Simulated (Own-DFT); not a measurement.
# How strain changes the stress of diamond-structure GeSn with randomly placed atoms, 64 atoms (Ge56Sn8)

These are calculations, not measurements. The program, named Own-DFT, is a retired in-house plane-wave density functional code that no person has reviewed. Each row is one single-point run on a periodic cell that was not relaxed, without spin or spin-orbit coupling.

Settings of every run: PBE; PseudoDojo norm-conserving scalar-relativistic files; cutoff 49 hartree; 3 x 3 x 3 k mesh centred on Gamma; Fermi-Dirac smearing of 0.1 eV.

Known limits: forces on such cells moved up to 12 meV/angstrom on a denser k mesh; stress not checked against mesh or cutoff.

Unstrained cell vectors in Å: (11.524, 0.000, 0.000); (0.000, 11.524, 0.000); (0.000, 0.000, 11.524). The unstrained cell has measured lattice constants (interpolated for alloys), not those of this functional. That, the random moves and any unrelaxed bonds set the pressure at no strain. Each run strains this cell uniformly, with the atoms carried along. Every atom was also moved at random, by a Gaussian of width 0.05 Å on each axis. The random placing of the alloy's atoms differs from row to row. Strain is the symmetric tensor, in per cent. Stress is positive in tension, and the pressure is minus a third of its trace.

```
run,e_xx (%),e_yy (%),e_zz (%),s_xx (GPa),s_yy (GPa),s_zz (GPa),P (GPa),E (meV/atom)
1,-1.75,-1.75,0.00,-8.57,-8.63,-7.52,8.24,69.9
2,1.75,1.75,0.00,-2.46,-2.44,-3.44,2.78,10.4
3,-1.50,-1.50,0.00,-7.96,-7.99,-7.09,7.68,59.8
4,2.25,2.25,0.00,-1.68,-1.79,-2.92,2.13,2.2
5,1.00,1.00,0.00,-3.52,-3.54,-4.17,3.75,15.1
6,-2.50,-2.50,0.00,-10.05,-10.23,-8.79,9.69,97.3
7,2.00,2.00,0.00,-2.05,-1.96,-3.07,2.36,0.0
8,-2.25,-2.25,0.00,-9.35,-9.30,-7.95,8.87,67.6
9,1.25,1.25,0.00,?,?,?,?,?
```

E is the free energy for each atom above the lowest run shown.

## Worked fit

The change of volume is close to e_xx + e_yy + e_zz. A straight line through the runs shown gives P = 5.52 - 78 x (fractional change of volume) GPa, with an error of 2 on the slope and a scatter of 0.19 GPa. The strain isn't the same on all axes, but the crystal is cubic, so the slope still estimates the bulk modulus, averaged over pressures from 2.1 to 9.7 GPa.

## Withheld run

Question: what pressure should run 9 give? Its volume changes by 2.52 %.

The line gives 3.6 GPa. The calculation gave 3.41 GPa.
